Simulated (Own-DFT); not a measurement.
# Computed records: InGa3P4 (zincblende random alloy, strained, atoms displaced)

A calculation, not a measurement: plane-wave PBE density functional theory by an unreviewed code, no spin, of a simulated periodic cell, stress positive in tension, free energy of the whole cell less one offset for each atom, forces on such cells passed a denser k mesh, this cell's mesh not checked; offsets are fitted by least squares, one for each functional and potential file, so energies compare only between cells with the same atoms and settings and are not formation energies; the far tail of each file's local potential was reset to the Coulomb form; each entry is a single point on an unrelaxed cell, so the pressure reflects the starting lattice, mostly measured values, from which strain is counted, and rises with the displacements; printed positions are rounded, which can move forces by about a meV/angstrom; the program is a retired in-house code; no spin-orbit coupling. Program: Own-DFT development build.

```cif
# cell vector a (Å): 11.3066 0.0000 0.0000
# cell vector b (Å): 0.0000 11.3066 0.0000
# cell vector c (Å): 0.0000 0.0000 10.9332
data_InGa3P4
_symmetry_space_group_name_H-M 'P 1'
_symmetry_Int_Tables_number 1
_cell_length_a 11.3066
_cell_length_b 11.3066
_cell_length_c 10.9332
_cell_angle_alpha 90.000
_cell_angle_beta 90.000
_cell_angle_gamma 90.000
_cell_volume 1397.69
loop_
_atom_site_label
_atom_site_type_symbol
_atom_site_fract_x
_atom_site_fract_y
_atom_site_fract_z
_atom_site_occupancy
In1 In 0.00074 0.99703 0.00843 1
In2 In 0.00716 0.24262 0.25107 1
Ga1 Ga 0.25015 0.99902 0.24999 1
Ga2 Ga 0.26386 0.24724 0.00407 1
P1 P 0.12257 0.12189 0.12250 1
P2 P 0.12581 0.37926 0.37138 1
P3 P 0.37708 0.12522 0.37557 1
P4 P 0.37213 0.36956 0.13113 1
In3 In 0.99332 0.00207 0.50389 1
Ga3 Ga 0.99889 0.25266 0.75696 1
Ga4 Ga 0.25483 0.99623 0.74466 1
Ga5 Ga 0.24849 0.24894 0.50227 1
P5 P 0.13038 0.12442 0.62580 1
P6 P 0.12225 0.37157 0.88018 1
P7 P 0.38082 0.12027 0.87422 1
P8 P 0.37088 0.37564 0.62335 1
Ga6 Ga 0.00050 0.50418 0.00121 1
In4 In 0.00215 0.74679 0.25343 1
Ga7 Ga 0.24539 0.49665 0.25516 1
In5 In 0.25791 0.74992 0.00508 1
P9 P 0.12782 0.63085 0.12194 1
P10 P 0.12280 0.87122 0.37395 1
P11 P 0.36625 0.62396 0.37776 1
P12 P 0.37710 0.88036 0.12805 1
In6 In 0.99144 0.49532 0.50155 1
Ga8 Ga 0.00532 0.74893 0.74783 1
Ga9 Ga 0.24704 0.49671 0.75691 1
In7 In 0.24066 0.74626 0.49107 1
P13 P 0.12580 0.61686 0.62882 1
P14 P 0.12467 0.87383 0.87379 1
P15 P 0.37215 0.63175 0.87696 1
P16 P 0.37161 0.87479 0.62807 1
Ga10 Ga 0.49697 0.99922 0.00078 1
Ga11 Ga 0.49749 0.25390 0.24928 1
Ga12 Ga 0.74701 0.99192 0.25063 1
Ga13 Ga 0.75051 0.24972 0.00102 1
P17 P 0.62400 0.11656 0.12056 1
P18 P 0.63143 0.38008 0.36965 1
P19 P 0.87489 0.11660 0.37288 1
P20 P 0.87785 0.37856 0.12508 1
Ga14 Ga 0.49368 0.00601 0.49483 1
Ga15 Ga 0.50397 0.24915 0.74850 1
Ga16 Ga 0.75122 0.00072 0.74332 1
Ga17 Ga 0.75505 0.25020 0.49453 1
P21 P 0.62474 0.12611 0.61798 1
P22 P 0.62785 0.37991 0.87737 1
P23 P 0.87805 0.12893 0.87012 1
P24 P 0.86807 0.37325 0.62415 1
Ga18 Ga 0.50094 0.49296 0.00078 1
Ga19 Ga 0.49997 0.73894 0.25488 1
Ga20 Ga 0.75448 0.49849 0.25017 1
In8 In 0.75343 0.75377 0.00059 1
P25 P 0.62687 0.62259 0.12361 1
P26 P 0.62439 0.87210 0.36635 1
P27 P 0.87110 0.62859 0.36743 1
P28 P 0.87113 0.87437 0.11916 1
Ga21 Ga 0.50019 0.49476 0.49961 1
Ga22 Ga 0.49950 0.75560 0.75017 1
Ga23 Ga 0.75038 0.50356 0.74057 1
Ga24 Ga 0.75681 0.74864 0.49532 1
P29 P 0.62795 0.62083 0.61994 1
P30 P 0.62641 0.87284 0.87706 1
P31 P 0.88008 0.62137 0.86961 1
P32 P 0.87549 0.88268 0.62712 1
_calc_functional 'PBE'
_calc_potential_files 'PseudoDojo norm-conserving, scalar-relativistic, standard set'
_calc_wave_cutoff 42  # hartree
_calc_occupations 'Fermi-Dirac'
_calc_smearing_width 0.1  # eV
_calc_k_mesh '3 x 3 x 3 centred on Gamma'
_calc_stress_zz ?
_calc_stress_xx ?
```

Q: Estimate the stress zz of InGa3P4 (zincblende random alloy, strained, atoms displaced).
A: -3.83 GPa

Q: Estimate the stress xx of InGa3P4 (zincblende random alloy, strained, atoms displaced).
A: -1.99 GPa

Q: Give the table of force values for InGa3P4 (zincblende random alloy, strained, atoms displaced).
A: 
Force:
```tsv
element	x (eV/Å)	y (eV/Å)	z (eV/Å)
In	-0.35	0.109	-1.804
In	-0.933	0.847	0.088
Ga	-0.104	0.173	0.078
Ga	-1.055	-0.458	-0.568
P	3.204	0.277	0.15
P	0.994	-0.727	0.889
P	-0.77	0.548	-0.438
P	0.203	0.991	-0.226
In	1.745	0.054	-0.237
Ga	0.285	-0.035	-0.788
Ga	-0.556	0.387	0.838
Ga	0.145	0.198	-0.338
P	0.107	0.902	0.798
P	0.656	0.137	0.336
P	-0.348	0.369	-0.288
P	0.398	-0.185	0.454
Ga	0.169	-0.179	-0.099
In	-0.451	0.547	-1.24
Ga	0.353	0.621	-0.857
In	-0.65	1.239	-0.222
P	-0.31	-2.593	0.474
P	0.294	2.533	-0.629
P	2.099	-1.661	-1.26
P	0.966	0.218	1.112
In	0.411	0.738	-0.392
Ga	-0.204	0.027	0.092
Ga	0.268	0.109	0.033
In	0.442	0.219	2.033
P	-0.285	0.342	0.88
P	0.383	0.069	-1.215
P	1.814	-2.244	-1.478
P	1.01	0.179	-0.678
Ga	0.443	-0.292	-0.227
Ga	0.888	-0.699	0.13
Ga	0.112	0.46	-0.578
Ga	0.006	0.011	-0.13
P	0.208	0.928	0.573
P	-0.613	-0.728	0.375
P	-2.039	0.943	-0.682
P	-0.508	0.079	-0.425
Ga	0.698	-0.967	0.521
Ga	-0.054	0.292	0.073
Ga	-0.604	0.422	0.684
Ga	-0.542	-0.285	-0.082
P	0.128	-0.019	0.062
P	0.023	-0.533	-0.581
P	-1.068	-0.042	0.07
P	-0.362	-1.34	1.08
Ga	-0.341	0.691	0.077
Ga	-0.093	0.382	-0.512
Ga	-0.315	0.335	-0.648
In	-0.462	-1.7	-0.91
P	-0.901	-0.945	0.784
P	-0.388	-0.214	1.235
P	-1.179	-0.915	0.952
P	0.112	0.796	2.588
Ga	-0.082	0.266	-0.129
Ga	0.286	-0.517	-0.067
Ga	-0.046	-0.215	0.867
Ga	-0.717	0.537	0.33
P	-0.535	0.896	-0.051
P	-1.098	1.444	-1.346
P	0.189	-0.185	-0.524
P	-1.076	-2.635	0.991
```

Further results for InGa3P4 (zincblende random alloy, strained, atoms displaced):

* free energy of cell above offsets: -30.315 eV
* pressure: 2.58 GPa
* stress yy: -1.93 GPa
* stress yz: -0.15 GPa
* stress xz: 0.39 GPa
* stress xy: -0.52 GPa
